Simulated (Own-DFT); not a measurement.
# A layer strained by its substrate: wurtzite AlGaN with randomly placed atoms, 72 atoms (Al9Ga27N36)

Everything here is calculated. The program is Own-DFT (plane waves, in-house, since retired, never reviewed by a person); positions were held fixed, and spin and spin-orbit coupling were off.

Settings: PBE; PseudoDojo norm-conserving scalar-relativistic files; cutoff 42 hartree; 4 x 4 x 3 k mesh centred on Gamma; Fermi-Dirac smearing of 0.1 eV.

Caveats: forces on such cells passed a denser k mesh, each cell not checked; stress not checked against mesh or cutoff.

Unstrained cell vectors in Å: (9.509, 0.000, 0.000); (-4.755, 8.235, 0.000); (0.000, 0.000, 10.268). The unstrained cell has measured lattice constants (interpolated for alloys), not those of this functional. That, the random moves and any unrelaxed bonds set the pressure at no strain. Each run strains x and y alike by e, as a substrate would, and holds the height along z. All atoms carry random offsets, Gaussian with a width of 0.05 Å per axis. The random placing of the alloy's atoms differs from row to row. Stress is positive in tension.

```
e (%)  u (Å)  (s_xx + s_yy)/2 (GPa)  s_zz (GPa)
-1.25  0.050                 -14.67       -9.75
-1.00  0.049                 -13.06       -8.90
-0.50  0.047                  -9.75       -8.87
 0.25  0.052                  -7.09       -6.58
 0.50  0.052                  -4.25       -8.19
 0.75  0.050                  -3.93       -5.22
 1.50  0.054                  -0.63       -4.60
 2.25  0.050                   3.69       -3.87
 2.50  0.056                      ?           ?
 3.00  0.052                   6.09       -2.75
```

## Working it out

With e as a fraction, the in-plane stress is -7.6 + 526 e - 2155 e² GPa (errors 23 and 1126, scatter 0.59), and s_zz is -7.6 + 168 e GPa (slope ± 19, scatter 0.78). At e = 0 the first slope is C11 + C12 and the second 2 C13, both with the ions held to the strained lattice and at the cell's own pressure. A free layer would change its height as e changes, and the in-plane slope would drop by 2 C13²/C33 to the biaxial modulus. At fixed height, a misfit of 1 % moves the in-plane stress by about 5.3 GPa and s_zz by 1.7 GPa.

## Withheld run

Question: what are the two stresses at e = 2.50 %?

The fitted form gives 4.2 and -3.4 GPa. The hidden result is 4.11 and -4.66 GPa.
